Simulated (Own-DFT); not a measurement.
# Point defects and the pressure they add: zincblende InP

Everything here is calculated. The program is Own-DFT (plane waves, in-house, since retired, never reviewed by a person); positions were held fixed, and spin and spin-orbit coupling were off.

Method: PBE; PseudoDojo norm-conserving scalar-relativistic files; cutoff 36 hartree; 2 x 3 x 3 k mesh centred on Gamma; Fermi-Dirac smearing of 0.1 eV.

Limits (not all hold for every row): not probed for a lower state with spin; forces on such cells failed a check on a denser k mesh; forces not confirmed at this smearing and k mesh; stress not checked against mesh or cutoff.

All runs share one cell, with vectors in Å (17.606, 0.000, 0.000); (0.000, 11.737, 0.000); (0.000, 0.000, 11.737) and a volume of 2425.5 Å³. Atoms were moved at random from their sites; u is the rms move along one axis. The defect's site can differ from row to row.

```
                                      cell  formula   u (Å)  P (GPa)
                                 no defect  In48P48  0.0195     3.20
                                 no defect  In48P48  0.0495     3.57
                                 no defect  In48P48  0.0511     3.58
                        one In on a P site  In49P47  0.0301     3.91
                        one In on a P site  In49P47  0.0320     3.92
                        one In on a P site  In49P47  0.0506     4.15
one In on a P site and one P on an In site  In48P48  0.0268     3.52
one In on a P site and one P on an In site  In48P48  0.0289     3.54
one In on a P site and one P on an In site  In48P48  0.0491     3.80
one In on a P site and one P on an In site  In48P48  0.0499        ?
                       one P on an In site  In47P49  0.0302     3.17
                       one P on an In site  In47P49  0.0462     3.40
                       one P on an In site  In47P49  0.0492     3.43
                           two P vacancies  In48P46  0.0492     3.37
                           two P vacancies  In48P46  0.0495     3.35
                           two P vacancies  In48P46  0.0536     3.54
```

## Worked fit

P = P0 + c u² + a shift for each defect gives P0 = 3.14 GPa, c = 171 ± 12 GPa/Å² and a scatter of 0.03 GPa. The shifts, and each times the cell's volume:

- one In on a P site: 0.60 ± 0.03 GPa, 9.1 eV
- one In on a P site and one P on an In site: 0.26 ± 0.03 GPa, 3.9 eV
- one P on an In site: -0.11 ± 0.03 GPa, -1.7 eV
- two P vacancies: -0.16 ± 0.03 GPa, -2.4 eV (-1.2 eV for each of its 2 sites)

Positive is outwards. The product with the volume (160.2 GPa Å³ to the eV) is nearly free of the cell's size; divided by the bulk modulus at the cell's pressure it gives the volume that the defect adds. The atoms around the defects weren't relaxed, which would change these numbers.

## Check

The question: what pressure belongs in the blank (one In on a P site and one P on an In site, u = 0.0499 Å)?

Estimate: 3.82 ± 0.04 GPa. The hidden result is 3.83 GPa.
